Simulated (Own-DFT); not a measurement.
# Point defects and the pressure they add: zincblende GaAs

Calculated, not measured: single-point runs of Own-DFT, a retired in-house plane-wave DFT program that no person has reviewed, on unrelaxed cells, without spin or spin-orbit coupling.

Method: PBE; PseudoDojo norm-conserving scalar-relativistic files; cutoff 42 hartree; 3 x 3 x 3 k mesh centred on Gamma; Fermi-Dirac smearing of 0.1 eV.

Limits (not all hold for every row): not probed for a lower state with spin; forces on such cells failed a check on a denser k mesh; forces not confirmed at this smearing and k mesh; stress not checked against mesh or cutoff.

All runs share one cell, with vectors in Å (11.307, 0.000, 0.000); (0.000, 11.307, 0.000); (0.000, 0.000, 11.307) and a volume of 1445.4 Å³. Atoms were moved at random from their sites; u is the rms move along one axis. The defect's site can differ from row to row.

```
                    cell    formula   u (Å)  P (GPa)
               no defect   As32Ga32  0.0219     3.53
               no defect   As32Ga32  0.0486     4.06
               no defect   As32Ga32  0.0538     3.98
        two Ga vacancies   As32Ga30  0.0273     2.95
        two Ga vacancies   As32Ga30  0.0278     2.92
        two Ga vacancies   As32Ga30  0.0293     3.00
        two Ga vacancies   As32Ga30  0.0303        ?
     one P on an As site  As31Ga32P  0.0297     3.33
     one P on an As site  As31Ga32P  0.0300     3.35
     one P on an As site  As31Ga32P  0.0304     3.34
two As on a Ga site each   As34Ga30  0.0270     4.76
two As on a Ga site each   As34Ga30  0.0284     4.78
two As on a Ga site each   As34Ga30  0.0303     4.77
     one As on a Ga site   As33Ga31  0.0308     4.31
     one As on a Ga site   As33Ga31  0.0320     4.27
     one As on a Ga site   As33Ga31  0.0495     4.56
```

## What the rows give

P = P0 + c u² + a shift for each defect gives P0 = 3.46 GPa, c = 205 ± 23 GPa/Å² and a scatter of 0.05 GPa. The shifts, and each times the cell's volume:

- two As on a Ga site each: 1.14 ± 0.05 GPa, 10.3 eV (5.1 eV for each of its 2 sites)
- one As on a Ga site: 0.61 ± 0.04 GPa, 5.5 eV
- one P on an As site: -0.31 ± 0.05 GPa, -2.8 eV
- two Ga vacancies: -0.67 ± 0.05 GPa, -6.0 eV (-3.0 eV for each of its 2 sites)

Against the defect-free cell, a freed cell would be larger where the shift is positive and smaller where it is negative (160.2 GPa Å³ is 1 eV). The atoms around the defects weren't relaxed, which would change these numbers.

## The run left out

Question: what pressure belongs in the blank (two Ga vacancies, u = 0.0303 Å)?

Estimate: 2.98 ± 0.06 GPa. The run itself gave 2.92 GPa.
